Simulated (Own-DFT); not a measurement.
# Response to strain: C40 NbSi2, 36 atoms (Nb12Si24)

Calculated results; nothing here was measured. They come from Own-DFT, an in-house plane-wave density functional program, since retired, whose code no person has reviewed. Each row is one single-point run on a periodic cell that was not relaxed, without spin or spin-orbit coupling.

Settings of every run: PBE; PseudoDojo norm-conserving scalar-relativistic files; cutoff 42 hartree; 4 x 4 x 5 k mesh centred on Gamma; cold (Marzari-Vanderbilt) smearing of 0.2 eV.

Known limits: forces on such cells failed a check on a denser k mesh; stress not checked against mesh or cutoff.

Unstrained cell vectors in Å: (0.000, 8.324, 0.000); (-9.613, 0.000, 0.000); (0.000, 0.000, 6.586). The unstrained cell was taken from the Materials Project. The random moves and any unrelaxed bonds add to the pressure at no strain. Each run strains this cell uniformly, with the atoms carried along. Every atom was also moved at random, by a Gaussian of width 0.05 Å on each axis. Strain is the symmetric tensor, in per cent. Stress is positive in tension, and the pressure is minus a third of its trace.

```
run  e_xx (%)  e_yy (%)  e_zz (%)  e_yz (%)  e_xz (%)  e_xy (%)  s_xx (GPa)  s_yy (GPa)  s_zz (GPa)  s_yz (GPa)  s_xz (GPa)  s_xy (GPa)  P (GPa)  E (meV/atom)
  1      0.02     -1.98      1.78      0.13     -0.51     -0.94       -2.05       -8.74        2.91        0.36       -1.40       -2.63     2.63          15.3
  2      0.98     -1.05     -1.34     -0.82      1.53      0.80       -0.18       -6.85      -10.43       -2.39        4.88        2.54     5.82          23.2
  3      0.03      1.12     -1.27      1.58      1.81      1.80       -3.00        0.39       -9.64        4.48        6.08        5.58     4.08          36.1
  4      0.55     -0.97     -0.52      0.07     -1.06      1.60       -2.15       -5.67       -6.76        0.38       -3.37        4.97     4.86          23.4
  5     -0.97      1.32      1.44     -1.36      0.60     -0.89       -3.77        2.35        2.88       -3.61        1.77       -2.33    -0.49          14.1
  6     -1.96     -1.93      0.29      1.90     -0.05     -0.85      -11.67      -10.79       -5.94        6.25        0.21       -3.05     9.47          32.3
  7      1.32     -1.21     -0.81      0.14     -1.07      0.18        0.46       -7.32       -7.88        0.36       -4.16        0.46     4.91          35.6
  8      0.15     -1.20     -1.56     -0.75     -0.31      1.67       -5.61       -8.42      -12.69       -2.53       -0.70        4.88     8.91          50.2
  9      1.94      1.80      0.07     -1.19      1.81      0.52        5.90        4.57       -0.92       -3.59        4.90        1.20    -3.18          20.2
 10      1.86      1.85     -0.87     -0.07      1.88     -1.61        3.68        3.80       -5.35        0.15        5.91       -4.35    -0.71          38.7
 11      1.07      0.44     -0.53     -1.19     -0.90      0.48        1.48       -0.57       -6.32       -3.17       -2.25        2.08     1.80          29.1
 12     -1.63     -1.20      1.63      1.95     -0.76      1.94       -8.92       -7.65        0.68        6.12       -2.71        6.72     5.30          47.7
 13     -1.71      1.32     -1.78      0.18     -1.40     -0.46       -9.37       -0.74      -12.75        0.39       -4.95       -1.24     7.62          33.1
 14      1.19     -0.31      0.07      0.99      1.19      0.43        1.68       -2.27       -2.69        3.65        4.03        0.64     1.09           7.9
 15     -0.88     -0.21      1.41     -0.59      0.38     -0.44       -4.41       -1.96        2.09       -1.14        1.65       -1.63     1.43           0.0
 16     -0.34      1.42      1.10     -1.34      0.61     -0.53           ?           ?           ?           ?           ?           ?        ?             ?
```

E is the free energy for each atom above the lowest run shown.

## Worked fit

Each stress component was fitted by least squares to a constant and the strains of the runs shown, as fractions, with shears doubled. Shear strains stay in the fit of a normal stress only where such slopes are resolved. The slopes, in GPa:

```
stress  at no strain  per e_xx  per e_yy  per e_zz  scatter
  s_xx          -2.8  373 ± 15   77 ± 14   99 ± 16     0.66
  s_yy          -2.8   67 ± 13  356 ± 12   79 ± 14     0.58
  s_zz          -4.2    82 ± 9    77 ± 8   477 ± 9     0.40
```

Each shear stress against twice its own strain: yz 152 ± 5, xz 166 ± 8, xy 154 ± 6 GPa. These are stiffnesses along x, y and z of the frame in which the cell vectors are given, which need not be the crystal's axes. The atoms are held to the strained lattice; where symmetry lets them move under strain, relaxing them would lower some slopes. The table should be nearly symmetric about its diagonal, and what it lacks of that shows the noise. A ninth of its sum, 188 ± 9 GPa, estimates the bulk modulus near the mean pressure of these runs, 3.6 GPa, so it lies above the value at zero pressure.

## Withheld run

Question: what normal stresses and pressure should run 16 give?

The fit gives s_xx = -1.9, s_yy = 2.9, s_zz = 1.8 and P = -1.0 GPa. The calculation gave -2.13, 3.72, 0.52 and P = -0.70 GPa.
